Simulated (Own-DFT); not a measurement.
# How strain changes the stress of wurtzite GaN, 72 atoms (Ga36N36)

Calculated results; nothing here was measured. The program, named Own-DFT, is a retired in-house plane-wave density functional code that no person has reviewed. Each row is one single-point run on a periodic cell that was not relaxed, without spin or spin-orbit coupling.

Settings of every run: PBE; PseudoDojo norm-conserving scalar-relativistic files (stringent for Ga); cutoff 96 hartree; 4 x 4 x 3 k mesh centred on Gamma; Gaussian smearing of 0.01 eV.

Known limits: forces not confirmed at this smearing and k mesh; stress not checked against mesh or cutoff.

Unstrained cell vectors in Å: (9.567, 0.000, 0.000); (-4.784, 8.285, 0.000); (0.000, 0.000, 10.370). The unstrained cell has measured lattice constants (interpolated for alloys), not those of this functional. That, the random moves and any unrelaxed bonds set the pressure at no strain. Each run strains this cell uniformly, with the atoms carried along. Every atom was also moved at random, by a Gaussian of width 0.05 Å on each axis. Strain is the symmetric tensor, in per cent. Stress is positive in tension, and the pressure is minus a third of its trace.

| run | e_xx (%) | e_yy (%) | e_zz (%) | s_xx (GPa) | s_yy (GPa) | s_zz (GPa) | P (GPa) | E (meV/atom) |
|---|---|---|---|---|---|---|---|---|
| 1 | 0.00 | 0.00 | 2.75 | -5.26 | -5.44 | 3.86 | 2.28 | 12.8 |
| 2 | 0.00 | 0.00 | 2.75 | -3.98 | -5.03 | 3.42 | 1.86 | 2.8 |
| 3 | 0.00 | 0.00 | -0.50 | -7.57 | -7.18 | -9.26 | 8.00 | 15.0 |
| 4 | 0.00 | 0.00 | -0.50 | -6.82 | -8.15 | -9.96 | 8.31 | 26.6 |
| 5 | 0.00 | 0.00 | 0.75 | -6.09 | -7.61 | -3.86 | 5.85 | 16.1 |
| 6 | 0.00 | 0.00 | -1.25 | -7.81 | -8.30 | -12.84 | 9.65 | 22.1 |
| 7 | 0.00 | 0.00 | 1.75 | -7.00 | -3.76 | 0.49 | 3.42 | 0.0 |
| 8 | 0.00 | 0.00 | 0.75 | -7.16 | -6.33 | -2.37 | 5.29 | 4.7 |
| 9 | 0.00 | 0.00 | -1.25 | -7.68 | -7.93 | -13.32 | 9.64 | 23.7 |
| 10 | 0.00 | 0.00 | 1.75 | -6.40 | -4.70 | 0.20 | 3.64 | 2.2 |
| 11 | 0.00 | 0.00 | -0.25 | ? | ? | ? | ? | ? |

E is the free energy for each atom above the lowest run shown.

## Worked fit

The change of volume is close to e_xx + e_yy + e_zz. A straight line through the runs shown gives P = 7.15 - 193 x (fractional change of volume) GPa, with an error of 6 on the slope and a scatter of 0.27 GPa. The strain isn't the same on all axes and the cell isn't cubic, so the slope belongs to this path and is not the bulk modulus.

## Withheld run

Question: what pressure should run 11 give? Its volume changes by -0.25 %.

The line gives 7.6 GPa. The calculation gave 7.85 GPa.
